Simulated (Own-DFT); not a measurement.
# Response to strain: zincblende GaAs, 64 atoms (As32Ga32)

These are calculations, not measurements. The program, named Own-DFT, is a retired in-house plane-wave density functional code that no person has reviewed. Each row is one single-point run on a periodic cell that was not relaxed, without spin or spin-orbit coupling.

Settings of every run: PBE; PseudoDojo norm-conserving scalar-relativistic files; cutoff 42 hartree; 3 x 3 x 3 k mesh centred on Gamma; Fermi-Dirac smearing of 0.1 eV.

Known limits: forces not confirmed at this smearing and k mesh; stress not checked against mesh or cutoff.

Unstrained cell vectors in Å: (11.307, 0.000, 0.000); (0.000, 11.307, 0.000); (0.000, 0.000, 11.307). The unstrained cell has measured lattice constants (interpolated for alloys), not those of this functional. That, the random moves and any unrelaxed bonds set the pressure at no strain. Each run strains this cell uniformly, with the atoms carried along. Every atom was also moved at random, by a Gaussian of width 0.05 Å on each axis. Strain is the symmetric tensor, in per cent. Stress is positive in tension, and the pressure is minus a third of its trace.

```
run  e_xx (%)  e_yy (%)  e_zz (%)  e_yz (%)  e_xz (%)  e_xy (%)  s_xx (GPa)  s_yy (GPa)  s_zz (GPa)  s_yz (GPa)  s_xz (GPa)  s_xy (GPa)  P (GPa)  E (meV/atom)
  1      0.64      1.48     -0.93      1.85     -0.89     -0.09       -3.02       -2.69       -3.93        2.80       -1.71        0.05     3.21          10.6
  2     -0.02      0.22      0.94     -1.24      0.75     -0.15       -3.38       -3.29       -2.84       -2.14        0.94        0.32     3.17           4.0
  3     -1.82      0.00      0.68      1.46      0.66     -1.07       -5.80       -4.79       -4.46        2.77        1.02       -1.26     5.01          24.9
  4     -0.74     -1.61      0.14     -0.41     -1.00     -1.38       -5.95       -6.41       -5.42       -0.36       -1.41       -2.21     5.93          33.5
  5      1.99     -0.91      0.59     -0.51      1.35     -1.85       -2.19       -3.78       -2.97       -0.01        2.46       -2.08     2.98          19.2
  6     -1.59      1.33      1.72     -0.01      0.45     -1.36       -4.21       -2.54       -2.31        0.11        1.06       -2.28     3.02          12.4
  7      0.02      1.19     -1.76     -1.94     -0.07      1.97       -4.53       -3.93       -5.47       -3.63        0.38        3.01     4.64          22.4
  8     -0.38     -0.45      1.28      1.78     -0.05      0.80       -4.10       -4.12       -3.13        2.32       -0.22        1.31     3.78          15.0
  9     -1.40      0.25      1.35     -1.02     -0.72      0.79       -4.85       -4.04       -3.46       -2.00       -1.66        1.36     4.12          23.4
 10      1.03      1.50      0.76     -0.43      1.96      1.50       -1.93       -1.64       -2.07       -1.03        2.37        2.45     1.88           7.9
 11     -0.25      1.53      1.85      0.22     -0.51      1.91       -2.50       -1.58       -1.33        0.60       -0.75        2.87     1.80           0.0
 12     -1.41      0.23     -1.55      1.60     -1.12     -1.34       -6.92       -5.98       -6.85        1.86       -1.74       -3.04     6.59          48.5
 13      1.81      0.23     -0.40     -1.81     -1.49     -1.89       -2.46       -3.29       -3.63       -2.96       -2.80       -3.23     3.13          20.1
 14      1.83      1.87      1.03      1.69      0.48      0.53       -0.61       -0.79       -1.22        2.11        0.49        1.03     0.87           4.3
 15      0.25      0.85     -1.22     -0.18     -0.50      0.93           ?           ?           ?           ?           ?           ?        ?             ?
```

E is the free energy for each atom above the lowest run shown.

## Worked fit

Each stress component was fitted by least squares to a constant and the strains of the runs shown, as fractions, with shears doubled. Shear strains stay in the fit of a normal stress only where such slopes are resolved. The slopes, in GPa:

```
stress,at no strain,per e_xx,per e_yy,per e_zz,scatter
s_xx,-4.3,111 ± 3,57 ± 4,62 ± 4,0.15
s_yy,-4.3,55 ± 3,110 ± 4,62 ± 3,0.14
s_zz,-4.2,54 ± 3,56 ± 4,115 ± 4,0.15
```

Each shear stress against twice its own strain: yz 77 ± 5, xz 82 ± 7, xy 79 ± 5 GPa. These are stiffnesses along x, y and z of the frame in which the cell vectors are given, which need not be the crystal's axes. The atoms are held to the strained lattice; where symmetry lets them move under strain, relaxing them would lower some slopes. The table should be nearly symmetric about its diagonal, and what it lacks of that shows the noise. A ninth of its sum, 76 ± 2 GPa, estimates the bulk modulus near the mean pressure of these runs, 3.6 GPa, so it lies above the value at zero pressure.

## Withheld run

Question: what normal stresses and pressure should run 15 give?

The fit gives s_xx = -4.3, s_yy = -4.0, s_zz = -5.0 and P = 4.4 GPa. The calculation gave -4.01, -3.70, -4.78 and P = 4.16 GPa.
